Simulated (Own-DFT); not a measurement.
GaP (zincblende, strained, atoms displaced) (calculated)

A calculation, not a measurement: plane-wave PBE density functional theory by an unreviewed code, no spin, of a simulated periodic cell, stress positive in tension, free energy of the whole cell less one offset for each atom, forces on such cells passed a denser k mesh, this cell's mesh not checked; offsets are fitted by least squares, one for each functional and potential file, so energies compare only between cells with the same atoms and settings and are not formation energies; the far tail of each file's local potential was reset to the Coulomb form; each entry is a single point on an unrelaxed cell, so the pressure reflects the starting lattice, mostly measured values (interpolated for alloys), from which strain is counted, and rises with the displacements; printed positions are rounded, which can move forces by about a meV/angstrom; the program, named Own-DFT, is a retired in-house code; no spin-orbit coupling. Program: Own-DFT development build.

Settings shared by all entries: functional PBE; potential files PseudoDojo norm-conserving, scalar-relativistic, standard set; wave cutoff 42 hartree; occupations Fermi-Dirac; smearing width 0.1 eV; hardware one NVIDIA H100; k mesh 3 x 3 x 3 centred on Gamma.

(1) 
```xyz
64
Lattice="10.8620 0.0000 0.0000 0.0000 10.8620 0.0000 0.0000 0.0000 10.9361" Properties=species:S:1:pos:R:3:force_x:R:1:force_y:R:1:force_z:R:1 formula=GaP free_energy_of_cell_above_offsets=-34.957 pressure=3.24 stress_xx=-3.4 stress_yy=-3.41 stress_zz=-2.9 stress_yz=-0.04 stress_xz=-0.52 stress_xy=0.05 wall_time=507.9
Ga    10.8584     0.0183     0.0315     -0.085     -0.227     -0.398
Ga    10.8469     2.7347     2.7382      0.477     -0.104      0.177
Ga     2.6818     0.0226     2.7473       0.29     -0.079      0.043
Ga     2.7744     2.7631    10.9105     -0.493     -0.709       0.07
P      1.3410     1.3500     1.3631      0.351      0.604      0.022
P      1.3014     4.0957     4.1686      0.734     -0.253     -0.443
P      4.0951     1.3924     4.0908     -0.412     -0.653      0.116
P      4.1131     4.0164     1.3439     -0.047      0.862      0.524
Ga    10.8182    10.8404     5.5001      0.446      0.424     -0.711
Ga    10.8265     2.7510     8.2598      0.435      -0.53     -0.587
Ga     2.7004     0.0362     8.1664      0.505      -0.36      0.627
Ga     2.7611     2.7067     5.4882     -0.594      0.062     -0.335
P      1.4091     1.2936     6.8232      -0.98      1.122     -0.135
P      1.3754     4.0678     9.5659      0.024      0.198     -0.029
P      4.0819     1.3322     9.5826      0.095      0.136      -0.27
P      4.1084     4.0681     6.7864      -0.37     -0.122      0.922
Ga     0.0006     5.4059    10.9354      0.241      0.246       0.15
Ga     0.0760     8.2008     2.7839     -1.266     -1.078     -0.852
Ga     2.7289     5.4324     2.7404     -0.146     -0.541     -0.037
Ga     2.7453     8.1791    10.9074     -0.158     -0.051      0.318
P      1.3826     6.7903     1.3733      -0.16      0.204     -0.238
P      1.3484     9.4693     4.0913      0.461      1.017      0.874
P      4.0561     6.7905     4.1089      0.461      0.084      0.016
P      4.1059     9.5029     1.4155      -0.68      0.687      -0.76
Ga    10.8596     5.4765     5.5145       0.29      0.001      0.104
Ga     0.0157     8.1530     8.1822      0.133     -0.084      0.423
Ga     2.7115     5.4182     8.1555      0.446     -0.153      0.489
Ga     2.7348     8.1585     5.4725     -0.065     -0.048     -0.123
P      1.4208     6.8162     6.8596     -0.571     -0.023     -0.305
P      1.3829     9.5431     9.5412     -0.354      -0.16      0.342
P      4.0831     6.7630     9.6095     -0.114      0.004     -0.551
P      4.0403     9.4972     6.8606      0.551      0.075      -0.25
Ga     5.4825     0.0243     0.0374     -0.663     -0.409     -0.287
Ga     5.4352     2.6728     2.7330      0.029      0.379     -0.031
Ga     8.1358    10.8329     2.7587      0.011      0.504     -0.678
Ga     8.1600     2.7301     0.0092     -0.127      0.277      0.231
P      6.7488     1.3804     1.3450      1.029     -0.113      0.498
P      6.7352     4.0065     4.1566       0.16      0.938     -0.546
P      9.4820     1.3810     4.0590      0.323     -0.529      0.343
P      9.5337     4.0934     1.4150     -0.466     -0.063     -0.495
Ga     5.4229    10.8365     5.4403     -0.078      0.238      0.447
Ga     5.4485     2.7048     8.1834     -0.099      0.147      0.457
Ga     8.1104    10.8262     8.2075      0.345      0.101      0.279
Ga     8.1624     2.7162     5.4246     -0.138     -0.209      0.659
P      6.7885     1.3360     6.8703      0.175      0.048     -0.687
P      6.7858     4.1011     9.5957       0.36     -0.176     -0.587
P      9.4879     1.3825     9.5997     -0.042     -0.494     -0.279
P      9.5460     4.0703     6.8049     -0.503     -0.017      0.422
Ga     5.4716     5.4458     0.0041     -0.305       -0.2       0.24
Ga     5.3960     8.1884     2.7075      0.619     -0.639      0.734
Ga     8.1254     5.4425     2.7208     -0.112      -0.49      0.691
Ga     8.1777     8.1589    10.9339     -0.442     -0.707     -0.179
P      6.7829     6.7748     1.3936       0.08      0.565     -0.197
P      6.8118     9.5319     4.1003     -0.348     -0.723      0.167
P      9.4833     6.7422     4.1543      0.294      0.651     -0.717
P      9.4577     9.4929     1.3275      0.828      0.169      0.824
Ga     5.4092     5.4613     5.5423      0.201     -0.138     -1.044
Ga     5.4265     8.1290     8.2091      -0.01     -0.176      -0.03
Ga     8.1846     5.4789     8.1984     -0.289     -1.008     -0.163
Ga     8.1371     8.1118     5.4713      0.131      0.377     -0.068
P      6.8151     6.7476     6.8187     -0.249      0.681      0.488
P      6.7664     9.4772     9.6073      0.168       0.05     -0.279
P      9.5045     6.7478     9.5506      0.454      0.741      0.328
P      9.5343     9.5017     6.8314     -0.783     -0.323      0.266
```

Units: free_energy_of_cell_above_offsets in eV; pressure, stress_xx, stress_yy, stress_zz, stress_yz, stress_xz, stress_xy in GPa; wall_time in s; force_x, force_y, force_z in eV/Å.

(2) 
```xyz
64
Lattice="10.8620 0.0000 0.0000 0.0000 10.8620 0.0000 0.0000 0.0000 10.9361" Properties=species:S:1:pos:R:3:force_x:R:1:force_y:R:1:force_z:R:1 formula=GaP free_energy_of_cell_above_offsets=-35.225 pressure=3.15 stress_xx=-3.31 stress_yy=-3.33 stress_zz=-2.83 stress_yz=0.23 stress_xz=-0.03 stress_xy=-0.12 wall_time=503.1
Ga     0.0299    10.8598    10.9177     -0.092     -0.296      0.118
Ga    10.8413     2.7308     2.7081      0.123     -0.358      0.047
Ga     2.7167     0.0358     2.7844      0.149     -0.381     -0.833
Ga     2.7435     2.7294     0.0594     -0.091      -0.05     -0.601
P      1.3655     1.3732     1.3634     -0.118     -0.183      0.219
P      1.3464     4.0181     4.0637      0.298      0.626      0.202
P      4.0762     1.3697     4.0937      0.284      0.084      0.241
P      4.0997     4.0929     1.3524      0.167     -0.137      0.442
Ga    10.8445    10.8557     5.4518      0.151      0.015       0.01
Ga     0.0357     2.7261     8.1666     -0.232     -0.207      0.537
Ga     2.6975     0.0521     8.2051        0.5     -0.503     -0.092
Ga     2.7024     2.6966     5.4683      0.208      0.278      0.128
P      1.3650     1.3450     6.8456     -0.254     -0.002     -0.408
P      1.3629     4.0724     9.5772      0.194     -0.087      0.071
P      4.0795     1.3706     9.5527     -0.068      0.165      0.355
P      4.0779     4.0793     6.8658     -0.376     -0.105     -0.333
Ga     0.0072     5.4348    10.9191     -0.173      0.095     -0.021
Ga     0.0305     8.0954     2.8136      -0.61      0.656     -0.589
Ga     2.7206     5.4489     2.7027     -0.071     -0.222      0.259
Ga     2.6680     8.0884    10.9132      0.794      0.124      0.101
P      1.3330     6.8085     1.3763      0.011     -0.376     -0.082
P      1.3921     9.5017     4.1003     -0.427      0.236      0.054
P      4.0574     6.7753     4.1199      0.234      0.172     -0.475
P      4.0711     9.4972     1.3110     -0.201      0.054        0.5
Ga     0.0333     5.4390     5.4545      0.206     -0.303      0.337
Ga    10.8288     8.1129     8.1740       0.84      0.528      0.137
Ga     2.7199     5.4639     8.2379     -0.117     -0.423     -0.298
Ga     2.7276     8.1760     5.4393      0.048     -0.315      0.215
P      1.4063     6.8180     6.8416     -0.312     -0.232     -0.257
P      1.4466     9.4973     9.5641     -1.143     -0.036     -0.311
P      4.1144     6.7495     9.5391      -0.44      0.548      0.463
P      4.0514     9.4773     6.8311     -0.055      0.852     -0.074
Ga     5.4400     0.0196    10.9237      0.106     -0.235     -0.185
Ga     5.4846     2.6987     2.7467     -0.383      0.153     -0.321
Ga     8.1100     0.0257     2.7207      0.263     -0.335      0.323
Ga     8.1727     2.6983    10.9023     -0.131      0.345      0.288
P      6.8159     1.3671     1.3572     -0.335       0.11     -0.256
P      6.7998     4.0673     4.0709      0.061      0.039        0.7
P      9.4975     1.3866     4.0981     -0.021     -0.413     -0.131
P      9.5152     4.0758     1.3775     -0.061     -0.016     -0.626
Ga     5.4348    10.8598     5.4539      0.194     -0.007      0.412
Ga     5.4180     2.7191     8.1982      0.243      0.246       0.29
Ga     8.1817     0.0065     8.1749     -0.123     -0.243      0.276
Ga     8.1718     2.7026     5.5009     -0.267      0.208     -0.273
P      6.8279     1.3926     6.9002     -0.448     -0.392      -0.79
P      6.8241     4.1078     9.5664     -0.737     -0.767      0.535
P      9.4956     1.3470     9.5752      0.659      0.045     -0.391
P      9.5371     4.0357     6.8305      -0.16      0.688      0.008
Ga     5.4164     5.4435    10.9248      0.669      0.095       0.29
Ga     5.4613     8.1656     2.7172     -0.795     -0.161      0.002
Ga     8.1766     5.3885     2.7272     -0.265      0.472      0.022
Ga     8.1320     8.1185     0.0282      0.223      0.389     -0.843
P      6.8194     6.8394     1.3946     -0.293     -1.053     -0.117
P      6.7724     9.4599     4.0876       0.44      0.662      0.283
P      9.5042     6.7570     4.1365      0.069     -0.068     -0.296
P      9.4473     9.5181     1.3492      0.925     -0.187      0.435
Ga     5.4114     5.4230     5.4807      0.123     -0.146     -0.255
Ga     5.3691     8.1768     8.1989      0.605     -0.245     -0.141
Ga     8.1091     5.3746     8.2280      0.595      0.784     -0.935
Ga     8.1864     8.1417     5.4526     -0.577       -0.1      0.223
P      6.7457     6.7916     6.8069       0.49      0.057       0.39
P      6.7894     9.5049     9.5119       0.08     -0.037      0.464
P      9.5239     6.7991     9.5078     -0.568     -0.408      0.752
P      9.5143     9.4818     6.8308     -0.005        0.3     -0.189
```

Units: free_energy_of_cell_above_offsets in eV; pressure, stress_xx, stress_yy, stress_zz, stress_yz, stress_xz, stress_xy in GPa; wall_time in s; force_x, force_y, force_z in eV/Å.
